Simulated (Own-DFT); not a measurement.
# Computed records: Si₃N₄ (beta silicon nitride, atoms displaced)

All values are calculated (Own-DFT development build). A calculation, not a measurement: plane-wave PBE density functional theory by an unreviewed code, no spin, of a simulated periodic cell, stress positive in tension, free energy of the whole cell less one offset for each atom, some atoms lie very close together; forces on such cells moved up to 12 meV/angstrom on a denser k mesh; offsets are fitted by least squares, one for each functional and potential file, so energies compare only between cells with the same atoms and settings and are not formation energies; the far tail of each file's local potential was reset to the Coulomb form; each entry is a single point on an unrelaxed cell, so the pressure reflects the starting lattice, mostly measured values (interpolated for alloys), from which strain is counted, and rises with the displacements; printed positions are rounded, which can move forces by about a meV/angstrom; the program, named Own-DFT, is a retired in-house code; no spin-orbit coupling; before rounding, a Quantum ESPRESSO 7.3.1 run of the same cell and cutoff gave forces within 1 meV/angstrom rms on each cell, which checks the program and not the settings.

Settings shared by all entries: functional PBE; potential files PseudoDojo norm-conserving, scalar-relativistic, standard set; wave cutoff 42 hartree; occupations Fermi-Dirac; smearing width 0.1 eV; k mesh 2 x 2 x 4 centred on Gamma.

(1) Si₃N₄ (beta silicon nitride, atoms displaced)

```xyz
112
Lattice="15.2120 0.0000 0.0000 -7.6060 13.1740 0.0000 0.0000 0.0000 5.8180" Properties=species:S:1:pos:R:3 Si3N4
Si    -1.5548     4.8956     0.8849
Si     0.1679     2.5545     0.7299
Si     1.5342     5.5800     0.7972
Si     5.3146     1.5373     2.3112
Si     3.3124     4.0782     2.4366
Si     2.4916     1.2509     2.2120
N      2.1837     0.3468     0.6295
N      6.0949     2.0014     0.6869
N      2.6786     4.4124     0.5101
N      1.3868     6.4946     2.1055
N     -2.4683     4.6802     2.2219
N      1.0361     2.0373     2.1254
N      0.0314     4.4932     0.4160
N      3.9343     2.2687     2.1397
Si    -1.7128     5.3491     3.5056
Si     0.2455     2.5167     3.5693
Si     1.2936     5.5311     3.6096
Si     5.0103     1.4547     4.9693
Si     3.3476     4.0163     4.7761
Si     2.4685     1.1647     5.2955
N      2.3634     0.1064     3.9632
N      6.2897     1.7452     3.5739
N      2.7216     4.3940     3.6509
N      1.2912     6.4944     5.3385
N     -2.2357     4.5990     5.1213
N      1.0049     2.2966     4.7941
N     -0.1628     4.3952     3.5832
N      3.8188     2.5096     5.1839
Si    -5.1660    11.5945     0.7459
Si    -3.8454     9.4823     0.7895
Si    -2.5824    12.0213     0.6023
Si     1.7426     8.0081     2.1056
Si     0.0598    10.3673     2.3325
Si    -1.5549     7.3916     2.0898
N     -1.4888     7.0100     0.7299
N      2.5304     8.7108     0.5762
N     -0.9410    11.3947     0.7085
N     -2.3188    12.9316     2.1046
N     -6.1104    10.7348     2.0314
N     -2.5953     8.5681     2.2368
N     -3.8225    11.0564     0.8578
N     -0.1063     8.8797     2.4231
Si    -5.4290    11.3601     3.5585
Si    -3.6314     9.3882     3.7166
Si    -2.3009    11.9314     3.7866
Si     1.5105     8.3280     5.0595
Si    -0.0447    10.6216     5.0052
Si    -1.4460     7.9469     5.3650
N     -1.7784     6.8451     3.6485
N      2.2344     8.4852     3.6297
N     -1.0976    10.9706     3.4697
N     -2.3987    12.7482     5.2124
N     -6.0424    11.1531     5.1779
N     -2.9277     8.9362     5.0215
N     -3.5964    10.7520     3.4337
N      0.0973     8.8455     5.3871
Si     5.9751     4.9718     0.7156
Si     7.8377     2.5467     0.6376
Si     8.8548     5.5991     0.5852
Si    12.9825     1.5939     1.8334
Si    11.2147     4.1381     2.0963
Si    10.1379     1.0949     2.2057
N      9.9405     0.2730     0.6333
N     -0.9861     1.9074     0.6918
N     10.3538     4.1165     0.7585
N      9.0024     6.2007     2.2120
N      5.2708     4.8915     2.0920
N      8.4538     2.3986     2.2016
N      7.6313     4.4002     0.7588
N     11.3908     2.3618     2.3609
Si     5.9524     5.0481     3.5814
Si     7.7081     2.7401     3.7202
Si     9.0876     5.5171     3.6269
Si    13.0956     1.4693     5.1963
Si    11.0488     4.0245     5.0364
Si    10.1558     0.8384     4.8032
N      9.9035     0.2828     3.6643
N     13.8229     1.7513     3.6886
N     10.3720     4.5582     3.6984
N      9.1236     6.2306     5.2309
N      4.9700     4.7125     5.1077
N      8.7159     2.4420     4.9998
N      7.4440     4.7275     3.7223
N     11.6268     2.0993     5.2290
Si     2.2540    11.8659     0.4172
Si     3.9358     9.0559     0.5398
Si     5.2008    12.1869     0.9738
Si     9.3268     8.0254     2.2530
Si     7.3716    10.5983     2.2904
Si     6.2007     7.5035     2.0746
N      6.3633     6.6030     0.5941
N     10.0759     8.6483     0.5794
N      6.4149    10.9919     0.3933
N      5.2885    12.5297     2.2541
N      1.5435    11.3768     2.4556
N      4.8214     8.9789     2.0767
N      3.9294    10.8472     0.7947
N      7.5909     8.7882     2.0475
Si     2.2923    11.5140     3.4274
Si     4.0568     9.3658     3.6314
Si     5.2830    11.9247     3.6906
Si     9.3854     8.2467     4.7560
Si     7.4814    10.5655     5.0592
Si     6.3488     7.6520     5.0630
N      6.1470     6.7642     3.5068
N     10.0059     8.4865     3.7263
N      6.7349    10.9857     3.3353
N      5.1927    12.9332     5.1783
N      1.3926    11.0595     5.0735
N      4.7016     8.6030     5.2989
N      3.9149    10.9771     3.7926
N      7.6197     8.6756     5.0289
```

- free energy of cell above offsets: 104.092 eV
- pressure: 33.31 GPa
- stress xx: -27.92 GPa
- stress yy: -21.09 GPa
- stress zz: -50.91 GPa
- stress yz: 2.27 GPa
- stress xz: 2.33 GPa
- stress xy: -0.77 GPa

Force:
| element | x (eV/Å) | y (eV/Å) | z (eV/Å) |
| --- | --- | --- | --- |
| Si | 2.035 | 1.693 | -7.388 |
| Si | 25.96 | 17.01 | -2.929 |
| Si | -3.219 | -5.91 | -3.586 |
| Si | 5.488 | -4.154 | -6.454 |
| Si | 13.01 | -6.22 | -24.28 |
| Si | 1.373 | -2.987 | 1.582 |
| N | -0.089 | -9.461 | 13.82 |
| N | 0.456 | -0.681 | -0.946 |
| N | 0.304 | 0.245 | 4.987 |
| N | -0.195 | -5.142 | 4.472 |
| N | -0.072 | -0.012 | -0.862 |
| N | -0.559 | 2.107 | 0.139 |
| N | 0.919 | -2.012 | 4.267 |
| N | -8.207 | 3.622 | 1.486 |
| Si | 2.955 | -10.62 | 7.543 |
| Si | -8.955 | 3.221 | -7.212 |
| Si | -4.267 | -0.053 | 3.428 |
| Si | 8.832 | -0.215 | 2.507 |
| Si | 14.5 | -4.493 | 26.76 |
| Si | -0.357 | 9.024 | -13.49 |
| N | 0.823 | -0.909 | -5.977 |
| N | -1.047 | 0.957 | 4.68 |
| N | -19.83 | 12.09 | -6.175 |
| N | 0.592 | 3.072 | -7.919 |
| N | -4.557 | -0.217 | -0.231 |
| N | 7.777 | -3.037 | 13.56 |
| N | 3.047 | 1.544 | -2.08 |
| N | -3.873 | -5.628 | -0.48 |
| Si | -14.46 | 6.411 | -0.482 |
| Si | 9.821 | -7.01 | 0.243 |
| Si | 7.235 | -4.447 | 15.98 |
| Si | -1.991 | 9.223 | -0.72 |
| Si | -3.076 | 9.489 | -3.653 |
| Si | 1.576 | 8.872 | 13.97 |
| N | 1.229 | -11.99 | -8.196 |
| N | -14.28 | -5.182 | 3.187 |
| N | 2.907 | -4.03 | -1.408 |
| N | -2.713 | 1.061 | 2.832 |
| N | 1.231 | 4.032 | 2.151 |
| N | -9.759 | 7.361 | -0.182 |
| N | 6.998 | -1.847 | 0.427 |
| N | 3.105 | -10.46 | -1.233 |
| Si | 3.248 | 4.064 | 0.989 |
| Si | 3.241 | -18.63 | -3.421 |
| Si | -2.891 | 2.056 | -6.227 |
| Si | 3.659 | -5.35 | 1.827 |
| Si | -12.63 | -1.917 | 2.816 |
| Si | -0.568 | 4.919 | -8.614 |
| N | 2.057 | 6.171 | 2.759 |
| N | 5.569 | 2.397 | -1.916 |
| N | 6.518 | -2.255 | 3.069 |
| N | -0.977 | 11.5 | -13.73 |
| N | -2.108 | -1.968 | -2.737 |
| N | 3.826 | -2.023 | 7.513 |
| N | -4.642 | 19.4 | -2.015 |
| N | -8.176 | 2.944 | -0.519 |
| Si | 2.805 | -1.88 | -5.977 |
| Si | -2.837 | 2.902 | 1.112 |
| Si | -4.427 | -13.78 | 19.39 |
| Si | -1.16 | 0.387 | 7.182 |
| Si | -3.21 | -3.294 | 3.267 |
| Si | -3.036 | 5.422 | -2.149 |
| N | 0.099 | 2.164 | 0.718 |
| N | -26.68 | -14.02 | -0.883 |
| N | -2.301 | 3.702 | -2.659 |
| N | 1.72 | 6.866 | -3.901 |
| N | -8.057 | -3.423 | 5.108 |
| N | 3.787 | -3.308 | 0.679 |
| N | -1.285 | -1.334 | -0.893 |
| N | 1.302 | -3.148 | -0.962 |
| Si | -4.58 | 2.636 | 2.679 |
| Si | -0.071 | 2.001 | -2.4 |
| Si | -5.749 | -2.371 | 4.545 |
| Si | 1.748 | -1.224 | -4.224 |
| Si | 5.889 | -3.763 | 4.87 |
| Si | 6.799 | 21.21 | 31.52 |
| N | -4.373 | -16.48 | -28.33 |
| N | 2.209 | 1.009 | -4.335 |
| N | 2.458 | -1.338 | -4.692 |
| N | 4.847 | 13.8 | -20.58 |
| N | 0.406 | 0.119 | -3.435 |
| N | 2.07 | -3.22 | 0.722 |
| N | 7.999 | -5.919 | 0.625 |
| N | -5.603 | 1.58 | -0.684 |
| Si | 3.359 | -7.48 | 4.721 |
| Si | 3.479 | 12.33 | 16.47 |
| Si | -2.674 | -13.08 | -28.65 |
| Si | -4.69 | 0.509 | -5.93 |
| Si | 15.85 | -15.35 | -32.33 |
| Si | 0.833 | 5.703 | -1.504 |
| N | 0.101 | 3.354 | 0.524 |
| N | -5.073 | -3.945 | 0.964 |
| N | 2.157 | 0.987 | 4.166 |
| N | 0.891 | 13.51 | 19.34 |
| N | -27.56 | -7.143 | -37.02 |
| N | 0.58 | -3.56 | 2.086 |
| N | -3.685 | 4.668 | -1.215 |
| N | 0.869 | -1.814 | 1.202 |
| Si | 25.92 | 5.556 | 36.05 |
| Si | 0.182 | -6.094 | -0.532 |
| Si | 1.076 | 0.112 | 5.926 |
| Si | -27.17 | -11.09 | 45.55 |
| Si | 0.243 | -2.943 | 0.172 |
| Si | -3.622 | -0.724 | -1.555 |
| N | -0.372 | 1.348 | 4.117 |
| N | 24.43 | 9.848 | -39.5 |
| N | -15.89 | 10.99 | 31.43 |
| N | 0.062 | 0.537 | -0.27 |
| N | 9.127 | 3.983 | -2.288 |
| N | 12.75 | -6.411 | -19.09 |
| N | -2.343 | 1.441 | 0.066 |
| N | 3.625 | 3.824 | -1.133 |

(2) Si₃N₄ (beta silicon nitride, atoms displaced)

```xyz
112
Lattice="15.2120 0.0000 0.0000 -7.6060 13.1740 0.0000 0.0000 0.0000 5.8180" Properties=species:S:1:pos:R:3 Si3N4
Si    -1.5020     4.9535     0.6347
Si     0.2267     2.5737     0.8689
Si     1.4993     5.4150     0.8849
Si     5.4003     1.4926     2.3662
Si     3.4208     3.9697     2.1763
Si     2.4565     1.0251     2.3215
N      2.5068     0.0892     0.7951
N      6.2840     1.8492     0.7486
N      2.9222     4.0699     0.5686
N      1.3072     6.3693     2.0648
N     -2.2645     4.6135     2.2093
N      1.0252     2.2643     2.1148
N     -0.2322     4.4310     0.7021
N      3.8681     1.9866     2.2068
Si    -1.5890     4.9691     3.5674
Si     0.1116     2.8198     3.6516
Si     1.3941     5.2266     3.8132
Si     5.4141     1.5101     5.2297
Si     3.4722     3.9279     4.9558
Si     2.4414     1.2253     5.0459
N      2.6053     0.1810     3.8302
N      6.1008     1.9738     3.6392
N      2.6971     4.2970     3.6283
N      1.5608     6.4609     4.9576
N     -2.4977     4.5405     4.9591
N      1.1471     2.1254     4.9578
N      0.2891     4.5705     3.8667
N      3.6747     2.3120     5.1998
Si    -5.4954    11.3936     0.5878
Si    -3.6159     9.1368     0.7798
Si    -2.5923    12.0713     0.8025
Si     1.7276     8.0850     2.1346
Si    -0.3004    10.2851     2.2903
Si    -1.4332     7.7352     2.0518
N     -1.4854     6.9041     0.5584
N      2.5714     8.4682     1.0734
N     -1.0156    11.0310     0.8304
N     -2.2495    13.0410     2.1248
N     -6.3267    11.0627     2.2443
N     -2.6732     8.5579     2.2304
N     -3.7907    10.9744     0.7688
N      0.1115     8.7131     2.0914
Si    -5.4435    11.7114     3.6341
Si    -3.6907     9.3099     3.6490
Si    -2.1907    11.9747     3.5076
Si     1.6621     8.2711     4.8590
Si    -0.0458    10.6831     4.9998
Si    -1.4260     7.5568     5.1168
N     -1.2575     6.6500     3.5540
N      2.3972     8.5840     3.7269
N     -0.9227    10.9750     3.6772
N     -2.3125    13.0391     4.9862
N     -6.1841    11.2023     5.2675
N     -2.9125     8.6175     4.9766
N     -3.7506    11.2030     3.5181
N      0.1574     8.7968     4.9077
Si     5.8882     4.8975     0.8006
Si     7.9626     2.5662     0.8284
Si     8.7707     5.2899     0.7849
Si    13.1689     1.3867     2.1939
Si    11.1146     3.7688     2.1653
Si    10.0784     1.0331     2.3608
N     10.0044     0.2962     0.8092
N     13.8431     1.7832     0.7907
N     10.6918     4.5844     0.6389
N      8.9755     6.3447     2.3257
N      5.1952     4.5428     2.1113
N      8.4377     2.3165     2.2494
N      7.5130     4.4595     0.8831
N     11.2077     2.2928     2.1950
Si     6.1254     5.2090     3.5303
Si     8.1218     2.2914     3.5224
Si     9.0474     5.5036     3.4759
Si    12.9836     1.4547     5.1690
Si    11.2885     3.5118     4.9506
Si    10.0011     1.1269     4.9634
N     10.2031     0.1108     3.6701
N     13.9272     1.8984     3.0204
N     10.3755     4.2350     3.7663
N      8.9682     6.6918     5.2515
N      5.0962     4.6119     4.9861
N      8.5484     2.2937     5.4265
N      7.6114     4.6489     3.8528
N     11.4918     2.1212     5.3580
Si     2.1063    11.4639     0.5011
Si     4.0272     9.1268     0.6924
Si     5.2626    11.9357     0.6716
Si     9.2971     7.8518     2.2403
Si     7.3768    10.7493     2.2795
Si     5.9870     7.6774     2.2684
N      6.1795     6.9164     0.7293
N      9.8157     8.8019     0.6736
N      6.6151    10.8063     0.9666
N      5.1882    12.9229     2.1086
N      1.3159    10.9504     2.1929
N      4.7444     8.7448     2.0837
N      3.6182    11.0226     0.8356
N      7.4529     8.7595     2.2079
Si     2.0664    11.8233     3.6313
Si     4.0544     9.3462     3.7211
Si     5.0618    11.9142     3.4423
Si     9.2394     8.1601     5.0018
Si     7.5484    10.3141     4.8897
Si     6.3695     7.6516     5.0957
N      6.2541     6.7069     3.7480
N      9.9598     8.4902     3.6122
N      6.5802    10.8108     3.3825
N      5.3162    12.8981     5.0090
N      1.3312    11.0243     5.0905
N      4.9172     8.8088     5.2972
N      3.8428    10.9668     3.6148
N      7.3738     8.8165     5.1208
```

* stress xx: —
* pressure: —

Questions
1. Si₃N₄ (beta silicon nitride, atoms displaced) (entry 2): stress xx?
2. Estimate the pressure of Si₃N₄ (beta silicon nitride, atoms displaced) (entry 2).
3. Give the table of force values for Si₃N₄ (beta silicon nitride, atoms displaced) (entry 2).

Answers
1. -29.76 GPa
2. 30.36 GPa
3. 
Force:
| element | x (eV/Å) | y (eV/Å) | z (eV/Å) |
| --- | --- | --- | --- |
| Si | -20 | 8.735 | -0.075 |
| Si | -3.482 | 2.825 | -8.933 |
| Si | -0.67 | -2.284 | -8.674 |
| Si | -0.232 | -0.164 | -7.163 |
| Si | 5.213 | -4.48 | -1.785 |
| Si | 0.959 | 1.067 | -3.402 |
| N | -1.478 | -0.162 | -0.327 |
| N | 1.734 | 2.015 | 3.367 |
| N | -7.404 | 5.522 | 8.776 |
| N | 0.977 | 1.806 | 6.526 |
| N | -4.278 | -2.869 | -5.173 |
| N | 4.854 | -1.976 | 7.637 |
| N | 22.75 | -9.602 | 1.268 |
| N | -4.245 | 4.391 | 0.493 |
| Si | 2.48 | 3.622 | 3.713 |
| Si | 3.248 | -2.076 | -0.972 |
| Si | 24.88 | 22.81 | -2.63 |
| Si | -1.917 | 1.903 | -3.097 |
| Si | 8.138 | -1.057 | -0.895 |
| Si | 3.258 | -2.503 | 5.753 |
| N | -2.31 | -1.904 | -4.063 |
| N | 6.696 | 2.227 | 6.513 |
| N | 0.314 | 0.181 | -3.932 |
| N | 0.548 | -1.246 | 3.193 |
| N | 2.527 | -1.261 | 1.095 |
| N | -8.548 | 3.919 | 1.243 |
| N | -32.69 | -21.35 | -0.218 |
| N | 4.201 | -4.137 | -1.149 |
| Si | 14.48 | 6.518 | 24.09 |
| Si | 0.464 | 1.745 | -2.046 |
| Si | 4.617 | 1.285 | -3.665 |
| Si | -10.17 | -4.439 | 11.17 |
| Si | 1.636 | 1.997 | -4.535 |
| Si | 10.06 | -6.269 | 1.979 |
| N | -0.427 | -9.805 | 13.29 |
| N | 6.79 | 4.031 | -15.56 |
| N | -0.28 | -0.379 | -1.697 |
| N | -0.121 | -3.787 | 1.741 |
| N | 7.874 | 3.573 | 0.66 |
| N | -10.98 | 7.369 | 0.254 |
| N | -2.661 | -4.286 | -0.431 |
| N | -2.74 | -2.433 | -0.004 |
| Si | 2.354 | -0.425 | -0.311 |
| Si | 2.1 | 0.723 | -1.06 |
| Si | -4.054 | 5.048 | 2.265 |
| Si | -8.701 | -9.003 | 17.22 |
| Si | -17.27 | -9.403 | 5.211 |
| Si | 2.36 | 9.019 | -16.37 |
| N | -1.193 | 2.286 | 0.526 |
| N | 12.72 | 5.294 | -15.43 |
| N | -0.939 | 0.07 | -1.11 |
| N | -0.341 | -3.936 | 1.285 |
| N | -13.76 | -4.564 | -24.47 |
| N | 0.691 | 0.27 | 2.685 |
| N | -1.279 | -5.33 | 0.581 |
| N | -5.76 | 2.312 | 1.384 |
| Si | 1.947 | 3.934 | -9.39 |
| Si | -15.4 | 5.995 | 8.776 |
| Si | 9.075 | 6.627 | -3.336 |
| Si | -29.22 | -17.42 | -27.59 |
| Si | 1.051 | 12.29 | -0.58 |
| Si | -0.037 | 4.252 | -7.195 |
| N | -1.239 | -2.824 | -2.285 |
| N | 2.228 | 1.617 | -5.92 |
| N | -3.873 | -1.221 | 1.371 |
| N | 0.252 | 2.164 | -12.81 |
| N | -4.911 | -0.561 | 7.236 |
| N | 11.75 | -2.726 | -20.68 |
| N | -3.364 | -5.871 | 0.222 |
| N | 2.904 | -12.12 | 1.374 |
| Si | -3.587 | -10.01 | 1.988 |
| Si | -12.38 | 3.561 | 31.4 |
| Si | -0.612 | -10.34 | 16.97 |
| Si | 2.428 | -2.756 | -0.47 |
| Si | -2.115 | 16.45 | 0.775 |
| Si | -1.108 | 3.199 | 7.846 |
| N | 1.13 | 1.749 | 1.975 |
| N | 26.86 | 19.71 | 36.72 |
| N | -1.653 | 1.344 | -4.163 |
| N | -1.062 | -11.15 | 0.11 |
| N | 0.77 | 0.657 | 0.508 |
| N | 11.42 | -5.918 | -21.05 |
| N | 3.608 | -3.191 | -1.172 |
| N | -0.757 | -11.07 | 0.121 |
| Si | 2.961 | 4.601 | 11.93 |
| Si | -3.782 | 4.045 | 3.857 |
| Si | -1.149 | -2.052 | 0 |
| Si | -4.486 | 9.24 | -4.536 |
| Si | 9.767 | -7.771 | -13.78 |
| Si | 4.556 | 1.439 | -1.737 |
| N | -0.578 | -5.132 | 2.576 |
| N | 2.945 | -0.685 | 2.896 |
| N | -5.115 | 3.76 | -10.85 |
| N | -0.592 | 0.014 | -0.122 |
| N | 1.997 | 3.689 | 0.816 |
| N | 0.586 | 0.369 | 7.262 |
| N | 5.744 | -1.913 | -1.775 |
| N | 2.578 | -1.613 | 1.032 |
| Si | -0.071 | -11.57 | -3.677 |
| Si | 0.111 | -4.114 | -0.989 |
| Si | 5.881 | 2.463 | 2.61 |
| Si | -2.561 | 3.708 | 3.968 |
| Si | -3.299 | 6.355 | 1.788 |
| Si | -5.117 | -1.833 | 1.887 |
| N | -1.44 | 8.728 | -2.599 |
| N | 3.508 | 2.839 | -1.978 |
| N | -13.12 | 4.064 | 22.17 |
| N | -0.163 | -0.114 | -1.198 |
| N | 12.45 | 5.359 | -6.311 |
| N | 1.411 | -0.909 | -9.011 |
| N | -5.881 | -0.083 | 0.985 |
| N | 7.764 | -0.702 | -0.688 |

Further results for Si₃N₄ (beta silicon nitride, atoms displaced) (entry 2):

* free energy of cell above offsets: 83.328 eV
* stress yy: -23.14 GPa
* stress zz: -38.2 GPa
* stress yz: 0.56 GPa
* stress xz: -0.02 GPa
* stress xy: -6.22 GPa
